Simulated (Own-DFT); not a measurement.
# Point defects and the pressure they add: D0_22 TiAl3

Calculated, not measured: single-point runs of Own-DFT, a retired in-house plane-wave DFT program that no person has reviewed, on unrelaxed cells, without spin or spin-orbit coupling.

All runs used: PBE; PseudoDojo norm-conserving scalar-relativistic files; cutoff 42 hartree; 4 x 4 x 4 k mesh centred on Gamma; cold (Marzari-Vanderbilt) smearing of 0.2 eV.

Limits: forces on such cells failed a check on a denser k mesh; stress not checked against mesh or cutoff.

All runs share one cell, with vectors in Å (-2.365, -6.981, 4.326); (-7.667, 3.491, 1.442); (-2.950, -3.488, -7.241) and a volume of 625.4 Å³. The atoms are randomly displaced, by u rms on each axis. The defect's site can differ from row to row.

```
cell,formula,u (Å),P (GPa)
no defect,Al30Ti10,0.0185,1.96
no defect,Al30Ti10,0.0189,1.95
no defect,Al30Ti10,0.0544,2.73
two Ti on an Al site each,Al28Ti12,0.0259,3.30
two Ti on an Al site each,Al28Ti12,0.0318,3.38
two Ti on an Al site each,Al28Ti12,0.0540,?
two Ti on an Al site each,Al28Ti12,0.0542,3.74
two Al on a Ti site each,Al32Ti8,0.0271,2.84
two Al on a Ti site each,Al32Ti8,0.0280,2.85
two Al on a Ti site each,Al32Ti8,0.0504,3.34
two Al vacancies,Al28Ti10,0.0285,1.14
two Al vacancies,Al28Ti10,0.0492,1.68
two Al vacancies,Al28Ti10,0.0535,1.90
```

## Working it out

P = P0 + c u² + a shift for each defect gives P0 = 1.87 GPa, c = 281 ± 22 GPa/Å² and a scatter of 0.08 GPa. The shifts, and each times the cell's volume:

- two Ti on an Al site each: 1.17 ± 0.06 GPa, 4.6 eV (2.3 eV for each of its 2 sites)
- two Al on a Ti site each: 0.76 ± 0.06 GPa, 3.0 eV (1.5 eV for each of its 2 sites)
- two Al vacancies: -0.86 ± 0.06 GPa, -3.4 eV (-1.7 eV for each of its 2 sites)

Against the defect-free cell, a freed cell would be larger where the shift is positive and smaller where it is negative (160.2 GPa Å³ is 1 eV). The atoms around the defects weren't relaxed, which would change these numbers.

## The run left out

The question: what pressure belongs in the blank (two Ti on an Al site each, u = 0.0540 Å)?

Estimate: 3.86 ± 0.09 GPa. Computed: 4.03 GPa.
